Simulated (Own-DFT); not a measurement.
AlGa₃N₄ (wurtzite random alloy, strained, atoms displaced) (calculated)

A calculation, not a measurement: plane-wave PBE density functional theory by an unreviewed code, no spin, of a simulated periodic cell, stress positive in tension, free energy of the whole cell less one offset for each atom, forces on such cells passed a denser k mesh, this cell's mesh not checked; offsets are fitted by least squares, one for each functional and potential file, so energies compare only between cells with the same atoms and settings and are not formation energies; the far tail of each file's local potential was reset to the Coulomb form; each entry is a single point on an unrelaxed cell, so the pressure reflects the starting lattice, mostly measured values, from which strain is counted, and rises with the displacements; printed positions are rounded, which can move forces by about a meV/angstrom; the program is a retired in-house code; no spin-orbit coupling. Program: Own-DFT development build.

Common to all runs: functional PBE; potential files PseudoDojo norm-conserving, scalar-relativistic, standard set with the stringent files for Ga; wave cutoff 96 hartree; occupations Gaussian; smearing width 0.01 eV; k mesh 4 x 4 x 3 centred on Gamma.

(1) AlGa₃N₄ (wurtzite random alloy, strained, atoms displaced)

```
CELL_PARAMETERS angstrom
9.48550 0.00000 0.00000
-4.74270 8.21470 0.00000
0.00000 0.00000 10.26850
ATOMIC_POSITIONS crystal
Ga 0.10571 0.22457 0.99986
Al 0.21091 0.09808 0.25922
N 0.11255 0.21941 0.18854
N 0.21103 0.11495 0.44332
Ga 0.09860 0.21378 0.49354
Ga 0.22330 0.12419 0.75202
N 0.11390 0.22417 0.69221
N 0.21671 0.10415 0.93617
Al 0.10789 0.55413 0.99992
Ga 0.21772 0.44209 0.25633
N 0.11611 0.55532 0.18461
N 0.22613 0.44080 0.44174
Ga 0.11786 0.55595 0.50235
Ga 0.22598 0.43922 0.75400
N 0.10759 0.54736 0.68920
N 0.21700 0.44591 0.94059
Ga 0.10673 0.87601 0.00027
Ga 0.22876 0.78000 0.25662
N 0.11302 0.88663 0.19416
N 0.22621 0.78010 0.43561
Al 0.11342 0.88824 0.49367
Ga 0.22551 0.77960 0.75009
N 0.11552 0.88934 0.69591
N 0.22148 0.78049 0.93491
Ga 0.43564 0.20833 0.00295
Ga 0.55006 0.11383 0.24513
N 0.44176 0.21945 0.18575
N 0.55858 0.10725 0.44685
Ga 0.44637 0.22381 0.49572
Ga 0.55359 0.10946 0.74359
N 0.44044 0.22267 0.69240
N 0.55706 0.11479 0.93755
Ga 0.44669 0.55502 0.01140
Ga 0.55982 0.44583 0.25107
N 0.43774 0.54519 0.18809
N 0.54868 0.45083 0.43999
Ga 0.45316 0.55897 0.50318
Al 0.55418 0.45047 0.74721
N 0.44424 0.56372 0.67895
N 0.55880 0.44687 0.94175
Ga 0.44741 0.88886 0.00286
Al 0.55451 0.76800 0.25392
N 0.44789 0.89916 0.19086
N 0.54753 0.77002 0.43094
Al 0.45245 0.89143 0.49131
Al 0.56069 0.78637 0.74970
N 0.45349 0.89430 0.69395
N 0.55736 0.77836 0.94233
Ga 0.78115 0.21690 0.99242
Al 0.89867 0.11662 0.24580
N 0.77533 0.21968 0.17486
N 0.88214 0.11173 0.44250
Ga 0.76884 0.21398 0.49229
Ga 0.88515 0.10682 0.74439
N 0.78424 0.22704 0.69190
N 0.89108 0.10879 0.94090
Ga 0.78257 0.56701 0.99768
Ga 0.89592 0.44700 0.24844
N 0.77309 0.55206 0.19280
N 0.88867 0.44402 0.45014
Ga 0.78544 0.55572 0.49711
Ga 0.89383 0.44755 0.74325
N 0.77959 0.55994 0.68558
N 0.89102 0.43828 0.93242
Ga 0.77286 0.88961 0.00074
Ga 0.87872 0.77478 0.24726
N 0.77295 0.88898 0.19760
N 0.89183 0.78523 0.43828
Ga 0.78214 0.88149 0.49789
Al 0.88943 0.79146 0.75593
N 0.78520 0.89025 0.67964
N 0.89424 0.78279 0.93649
```

```
free energy of cell above offsets : -9.126 eV
pressure                          : 7.92 GPa
stress xx                         : -9.31 GPa
stress yy                         : -6.92 GPa
stress zz                         : -7.55 GPa
stress yz                         : -0.35 GPa
stress xz                         : 0.51 GPa
stress xy                         : 1.17 GPa
```

Force:
```csv
element,x (eV/Å),y (eV/Å),z (eV/Å)
Ga,1.795,-0.253,0.043
Al,0.427,1.659,-1.391
N,0.086,-0.679,0.948
N,2.802,-2.109,-1.356
Ga,-0.209,1.94,2.049
Ga,1.251,-2.227,-0.02
N,-1.42,-0.222,-1.285
N,-0.455,0.439,1.247
Al,0.02,0.273,-0.867
Ga,0.706,-0.304,-0.453
N,-0.465,0.542,-0.006
N,-0.723,0.199,-0.118
Ga,-0.017,-0.305,0.293
Ga,-0.86,1.158,-0.421
N,1.514,1.598,-0.225
N,0.617,0.581,0.465
Ga,0.101,2.124,0.455
Ga,-0.258,-0.468,-1.931
N,-0.759,-0.098,-0.216
N,0.1,0.704,2.079
Al,-0.313,0.246,1.826
Ga,0.01,-0.495,-0.485
N,-1.556,0.168,-1.943
N,1.312,-1.711,1.354
Ga,-0.176,1.357,-1.17
Ga,1.598,0.633,0.478
N,-1.663,-0.049,1.997
N,-2.433,-0.51,-1.857
Ga,-0.886,0.15,1.216
Ga,0.051,1.635,1.196
N,0.618,1.587,-0.97
N,0.362,-1.052,-0.33
Ga,-0.358,-0.608,-2.492
Ga,-1.19,-1.216,0.003
N,0.066,1.74,2.037
N,3.164,-1.455,-0.897
Ga,-2.164,-0.054,-0.909
Al,0.819,-0.22,0.404
N,1.073,0.384,3.564
N,-0.574,-0.288,-1.189
Ga,-0.866,0.552,-0.501
Al,-0.98,0.694,-1.334
N,1.321,-2.437,0.254
N,0.275,1.477,0.845
Al,-0.481,-1.171,1.461
Al,0.219,-0.95,-0.015
N,0.223,-1.588,-2.155
N,-0.249,-0.476,-1.468
Ga,-1.458,0.911,-0.425
Al,-1.859,-0.654,0.371
N,1.077,0.152,2.947
N,0.605,-1.14,-2.281
Ga,1.35,2.002,2.239
Ga,0.385,1.158,0.609
N,-0.769,-1.142,-1.121
N,-0.207,-0.888,-1.175
Ga,0.548,-2.343,-0.121
Ga,-0.554,-0.761,0.162
N,1.21,0.717,-0.787
N,1.119,-0.511,-2.298
Ga,-1.778,0.751,0.856
Ga,-1.229,-0.053,0.819
N,-1.087,0.688,1.057
N,-0.142,1.666,1.081
Ga,1.04,0.157,0.886
Ga,1.386,0.279,0.521
N,-0.454,0.567,-0.842
N,2.21,-1.19,-0.656
Ga,-2.237,1.04,-0.569
Al,2.18,-1.553,-1.541
N,-1.389,-0.812,2.001
N,-1.424,0.063,0.055
```

(2) AlGa₃N₄ (wurtzite random alloy, strained, atoms displaced)

```
CELL_PARAMETERS angstrom
9.48550 0.00000 0.00000
-4.74270 8.21470 0.00000
0.00000 0.00000 10.26850
ATOMIC_POSITIONS crystal
Ga 0.10989 0.22390 0.99925
Al 0.22389 0.11282 0.25115
N 0.10567 0.22646 0.18019
N 0.21165 0.11713 0.44079
Al 0.10604 0.21323 0.49564
Ga 0.22717 0.11992 0.74331
N 0.11181 0.21025 0.69019
N 0.22644 0.11556 0.94168
Al 0.10965 0.56468 0.99993
Ga 0.22006 0.44232 0.24967
N 0.11644 0.55272 0.19418
N 0.22721 0.44870 0.44362
Ga 0.11538 0.55587 0.51200
Al 0.21529 0.43056 0.75475
N 0.11839 0.55783 0.68818
N 0.22711 0.44576 0.94253
Ga 0.11041 0.88532 0.99518
Ga 0.23946 0.79187 0.25751
N 0.11692 0.89577 0.18641
N 0.22421 0.77780 0.44090
Ga 0.11011 0.88278 0.49866
Ga 0.21747 0.77801 0.74735
N 0.11358 0.88579 0.68895
N 0.21387 0.78313 0.93414
Ga 0.44132 0.21917 0.99828
Ga 0.55887 0.09876 0.25517
N 0.44163 0.21940 0.19257
N 0.55462 0.11533 0.43627
Ga 0.44214 0.21721 0.49576
Ga 0.55519 0.11783 0.75921
N 0.44889 0.22277 0.69065
N 0.55786 0.11050 0.93840
Ga 0.44170 0.55872 0.01181
Al 0.55471 0.44073 0.24972
N 0.43343 0.54180 0.18553
N 0.56418 0.44759 0.44301
Ga 0.44913 0.55287 0.49488
Al 0.55393 0.44138 0.74335
N 0.44945 0.56523 0.69477
N 0.55312 0.44286 0.94080
Ga 0.44220 0.88958 0.99926
Ga 0.54494 0.77728 0.25652
N 0.44691 0.89440 0.19328
N 0.55137 0.78007 0.43784
Ga 0.44397 0.88614 0.48910
Ga 0.54936 0.77529 0.75626
N 0.44270 0.88820 0.68611
N 0.55884 0.77762 0.94141
Ga 0.77715 0.22450 0.99842
Ga 0.88311 0.10632 0.24319
N 0.76762 0.21686 0.19205
N 0.88715 0.11561 0.43204
Ga 0.77296 0.21434 0.50081
Al 0.88262 0.11464 0.75744
N 0.77514 0.21566 0.69020
N 0.89445 0.10713 0.94211
Ga 0.78353 0.55874 0.99316
Ga 0.88660 0.43731 0.25400
N 0.77476 0.55269 0.19142
N 0.89082 0.43840 0.44729
Ga 0.78223 0.55815 0.50461
Al 0.88780 0.44014 0.74972
N 0.77739 0.55470 0.69278
N 0.89588 0.44519 0.93688
Ga 0.78430 0.88219 0.99590
Ga 0.87444 0.75893 0.24153
N 0.76081 0.88586 0.18979
N 0.86911 0.76446 0.44345
Ga 0.78132 0.89435 0.50186
Al 0.88585 0.77780 0.75375
N 0.77289 0.88808 0.68793
N 0.87972 0.77277 0.94101
```

```
free energy of cell above offsets : -8.660 eV
pressure                          : 8.18 GPa
stress xx                         : -8.92 GPa
stress yy                         : -8.22 GPa
stress zz                         : -7.41 GPa
stress yz                         : -0.46 GPa
stress xz                         : 0.49 GPa
stress xy                         : 1.09 GPa
```

Force:
```csv
element,x (eV/Å),y (eV/Å),z (eV/Å)
Ga,1.023,0.336,-0.232
Al,-0.964,0.194,-0.695
N,1.172,-1.446,2.208
N,2.403,-1.592,-1.405
Al,-1.93,2.219,1.112
Ga,1.57,-2.124,1.726
N,-3.672,1.979,-1.14
N,-0.767,-1.072,-1.198
Al,1.585,-0.879,0.633
Ga,-0.056,-0.691,0.993
N,-1.873,1.582,-1.652
N,-0.195,-1.77,-0.283
Ga,0.046,-0.47,-2.429
Al,0.838,1.726,-0.402
N,-0.678,-1.981,2.739
N,-2.071,0.706,-1.239
Ga,-1.497,1.961,1.163
Ga,-2.773,-2.169,-0.995
N,-0.58,-0.571,0.791
N,-0.651,-0.273,-0.017
Ga,-1.462,0.385,0.083
Ga,1.688,0.085,-0.126
N,-2.337,0.433,-0.008
N,2.386,-1.803,0.623
Ga,0.351,0.889,1.114
Ga,-1.96,2.782,-0.484
N,0.118,0.175,0.497
N,0.452,-1.047,0.694
Ga,-0.768,0.88,0.601
Ga,0.592,-1.764,-2.041
N,-0.538,0.932,-0.883
N,-0.297,-0.008,1.203
Ga,0.962,-0.366,-2.941
Al,-0.212,-0.345,0.081
N,1.646,1.222,3.138
N,-0.537,-1.09,-1.59
Ga,-0.617,0.648,1.61
Al,-0.543,1.184,1.248
N,0.012,-3.385,-0.827
N,0.49,0.318,-1.114
Ga,0.42,-0.376,-0.031
Ga,1.363,-1.354,-1.23
N,0.33,-1.416,-1.845
N,1.398,-0.529,0.31
Ga,-0.335,1.022,2.921
Ga,-0.044,0.966,-0.771
N,-0.212,0.712,0.229
N,-0.87,0.295,0.652
Ga,0.773,-0.502,0.896
Ga,0.535,0.362,0.111
N,1.168,0.878,-1.22
N,1.253,-0.435,0.768
Ga,-0.066,0.719,0.357
Al,1.544,-1.514,-0.795
N,0.274,1.342,0.759
N,-1.663,0.186,-1.219
Ga,-1.042,-2.128,0.893
Ga,0.4,0.755,0.4
N,-0.024,-2.584,-1.207
N,-0.321,0.678,-0.487
Ga,0.517,-1.576,0.405
Al,0.129,0.558,-0.625
N,0.518,-0.068,1.16
N,0.004,0.319,-0.505
Ga,-3.064,1.448,1.716
Ga,0.112,3.92,1.771
N,1.804,-0.736,-0.664
N,1.745,2.335,-1.509
Ga,-0.677,-0.346,-0.197
Al,-0.03,0.164,-1.21
N,1.095,0.869,1.499
N,2.61,0.244,-1.884
```

(3) AlGa₃N₄ (wurtzite random alloy, strained, atoms displaced)

```
CELL_PARAMETERS angstrom
9.48550 0.00000 0.00000
-4.74270 8.21470 0.00000
0.00000 0.00000 10.26850
ATOMIC_POSITIONS crystal
Ga 0.10294 0.21916 0.00093
Ga 0.23476 0.12495 0.24865
N 0.10606 0.22815 0.18433
N 0.22261 0.10384 0.44047
Ga 0.11642 0.22556 0.49418
Ga 0.22150 0.11227 0.74228
N 0.11674 0.22795 0.68966
N 0.21876 0.11150 0.94008
Ga 0.10780 0.55352 0.99659
Ga 0.22045 0.44226 0.24792
N 0.11754 0.56641 0.18841
N 0.22335 0.44577 0.43766
Ga 0.10269 0.55139 0.49909
Al 0.21672 0.43538 0.74783
N 0.10891 0.55281 0.68699
N 0.22155 0.44759 0.94356
Ga 0.12498 0.89815 0.99182
Ga 0.22564 0.77119 0.24234
N 0.11170 0.89462 0.19197
N 0.22970 0.79371 0.43495
Al 0.10250 0.88763 0.49336
Al 0.21420 0.77509 0.75139
N 0.11316 0.88092 0.69391
N 0.21868 0.77907 0.94543
Ga 0.43787 0.21922 0.00634
Al 0.54950 0.11462 0.25086
N 0.44164 0.22410 0.18066
N 0.55805 0.11028 0.44111
Ga 0.45388 0.23206 0.50499
Ga 0.55376 0.11445 0.75245
N 0.44536 0.21941 0.68883
N 0.55926 0.11881 0.94458
Al 0.43563 0.55063 0.99686
Ga 0.54537 0.44356 0.24714
N 0.45094 0.56030 0.19493
N 0.55510 0.44939 0.44668
Ga 0.44572 0.54522 0.50692
Ga 0.54533 0.44024 0.74107
N 0.44095 0.56081 0.68848
N 0.54600 0.44224 0.94001
Ga 0.43819 0.87699 0.00205
Ga 0.55832 0.78881 0.24996
N 0.44209 0.88275 0.19573
N 0.55732 0.79339 0.44474
Ga 0.45042 0.88934 0.49868
Al 0.55485 0.77879 0.75629
N 0.45133 0.89202 0.68843
N 0.55590 0.78416 0.94249
Ga 0.76696 0.21543 0.00197
Al 0.88716 0.11607 0.24540
N 0.77648 0.22361 0.19026
N 0.88246 0.10297 0.44592
Ga 0.77450 0.22455 0.49854
Ga 0.89151 0.10459 0.74974
N 0.78774 0.21939 0.68938
N 0.88226 0.10896 0.93646
Al 0.78914 0.56056 0.00165
Al 0.89098 0.44417 0.24842
N 0.78429 0.57241 0.19870
N 0.89078 0.44276 0.43706
Ga 0.77874 0.55744 0.49246
Ga 0.88552 0.43578 0.75452
N 0.77688 0.55093 0.69377
N 0.87788 0.43763 0.93870
Ga 0.76926 0.88379 0.00643
Ga 0.88640 0.78530 0.24657
N 0.78367 0.88969 0.18609
N 0.88495 0.77931 0.44458
Ga 0.77749 0.88734 0.50199
Ga 0.89269 0.78073 0.75560
N 0.77233 0.89188 0.69362
N 0.89165 0.77487 0.93940
```

```
free energy of cell above offsets : -8.659 eV
pressure                          : 8.27 GPa
stress xx                         : -9.63 GPa
stress yy                         : -9.11 GPa
stress zz                         : -6.06 GPa
stress yz                         : -0.75 GPa
stress xz                         : -0.23 GPa
stress xy                         : 1.43 GPa
```

Force:
```csv
element,x (eV/Å),y (eV/Å),z (eV/Å)
Ga,0.129,0.04,-0.821
Ga,-2.066,-2.341,0.645
N,0.165,-1.042,1.243
N,-0.146,1.326,-0.012
Ga,-0.753,-0.966,0.427
Ga,0.372,-0.77,1.009
N,-0.028,-0.632,-0.517
N,-0.041,1.065,-1.106
Ga,-0.731,-0.151,0.5
Ga,0.033,1.37,0.272
N,-0.915,-3.811,-0.636
N,0.081,0.155,-0.039
Ga,1.36,1.888,0.119
Al,-0.412,2.117,0.61
N,0.763,0.341,1.337
N,0.287,-0.446,-1.659
Ga,-2.482,-0.776,2.194
Ga,-2.186,2.596,2.223
N,0.743,0.393,-0.751
N,-0.93,-1.662,0.528
Al,1.686,-0.353,0.745
Al,2.268,-0.381,-0.328
N,-1.009,1.203,-1.655
N,1.35,-0.983,-2.199
Ga,0.231,0.889,-3.224
Al,0.881,-0.674,0.309
N,1.78,0.207,3.107
N,-1.226,1.163,-1.694
Ga,-0.111,-2.079,-0.823
Ga,1.717,-0.732,0.173
N,-0.697,0.271,-0.005
N,-1.801,-2.116,-0.631
Al,1.281,0.74,0.807
Ga,2.129,0.759,0.655
N,-1.805,0.392,-1.905
N,1.273,-1.04,-1.92
Ga,-2.686,2.794,-0.857
Ga,1.165,1.031,1.99
N,-0.501,-0.288,1.481
N,0.745,0.998,0.235
Ga,-0.582,2.002,0.388
Ga,1.561,-1.281,1.488
N,-0.265,3,-1.531
N,2.863,-3.168,-1.666
Ga,-2.84,0.703,1.383
Al,-0.242,0.495,-0.84
N,-1.128,-1.023,1.494
N,0.217,-2.515,-0.949
Ga,1.578,0.852,0.018
Al,0.455,-0.829,1.262
N,-0.576,0.015,0.884
N,0.611,1.887,-2.332
Ga,1.268,-0.643,0.858
Ga,-0.434,0.917,0.063
N,-1.653,0.072,-0.157
N,0.331,-0.189,0.858
Al,-1.977,-0.416,0.22
Al,-0.46,1.054,0.05
N,0.865,-3.734,-1.713
N,-1.031,0.001,-1.494
Ga,0.667,0.038,1.577
Ga,-0.212,0.486,-0.993
N,-0.478,0.247,-1.026
N,0.623,0.809,1.274
Ga,1.586,0.478,-1.624
Ga,2.061,0.647,1.404
N,-2.262,2.139,1.06
N,0.908,0.126,-0.863
Ga,-0.901,-0.053,0.92
Ga,-0.838,-0.829,-0.89
N,0.745,-1.909,0.019
N,-0.377,0.122,1.031
```
